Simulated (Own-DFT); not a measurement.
# Which defects push the lattice out? zincblende InP

The numbers are computed, not measured, by runs of the plane-wave DFT program Own-DFT (in-house, retired, unreviewed) at fixed positions, with no spin and no spin-orbit coupling.

All runs used: PBE; PseudoDojo norm-conserving scalar-relativistic files; cutoff 36 hartree; 2 x 3 x 3 k mesh centred on Gamma; Fermi-Dirac smearing of 0.1 eV.

Known weak points (not all hold for every row): not probed for a lower state with spin; forces on such cells failed a check on a denser k mesh; forces not confirmed at this smearing and k mesh; stress not checked against mesh or cutoff.

All runs share one cell, with vectors in Å (17.606, 0.000, 0.000); (0.000, 11.737, 0.000); (0.000, 0.000, 11.737) and a volume of 2425.5 Å³. Atoms were moved at random from their sites; u is the rms move along one axis. The defect's site can differ from row to row.

| cell | formula | u (Å) | P (GPa) |
|---|---|---|---|
| no defect | In48P48 | 0.0192 | 3.20 |
| no defect | In48P48 | 0.0483 | 3.53 |
| no defect | In48P48 | 0.0534 | 3.66 |
| one In on a P site and one P on an In site | In48P48 | 0.0291 | 3.51 |
| one In on a P site and one P on an In site | In48P48 | 0.0311 | 3.54 |
| one In on a P site and one P on an In site | In48P48 | 0.0534 | 3.93 |
| one In on a P site | In49P47 | 0.0314 | 3.90 |
| one In on a P site | In49P47 | 0.0509 | 4.22 |
| one In on a P site | In49P47 | 0.0514 | 4.23 |
| two P vacancies | In48P46 | 0.0482 | 3.41 |
| two P vacancies | In48P46 | 0.0500 | 3.31 |
| two P vacancies | In48P46 | 0.0513 | 3.32 |
| two P on an In site each | In46P50 | 0.0298 | 3.02 |
| two P on an In site each | In46P50 | 0.0315 | 3.01 |
| two P on an In site each | In46P50 | 0.0483 | ? |
| two P on an In site each | In46P50 | 0.0502 | 3.31 |

## Working it out

P = P0 + c u² + a shift for each defect gives P0 = 3.11 GPa, c = 188 ± 14 GPa/Å² and a scatter of 0.04 GPa. The shifts, and each times the cell's volume:

- one In on a P site: 0.61 ± 0.03 GPa, 9.3 eV
- one In on a P site and one P on an In site: 0.25 ± 0.03 GPa, 3.8 eV
- two P vacancies: -0.24 ± 0.04 GPa, -3.6 eV (-1.8 eV for each of its 2 sites)
- two P on an In site each: -0.28 ± 0.03 GPa, -4.2 eV (-2.1 eV for each of its 2 sites)

Positive is outwards. The product with the volume (160.2 GPa Å³ to the eV) is nearly free of the cell's size; divided by the bulk modulus at the cell's pressure it gives the volume that the defect adds. The atoms around the defects weren't relaxed, which would change these numbers.

## Test on the hidden row

The question: what pressure belongs in the blank (two P on an In site each, u = 0.0483 Å)?

From the fit: 3.28 ± 0.05 GPa. Computed: 3.24 GPa.
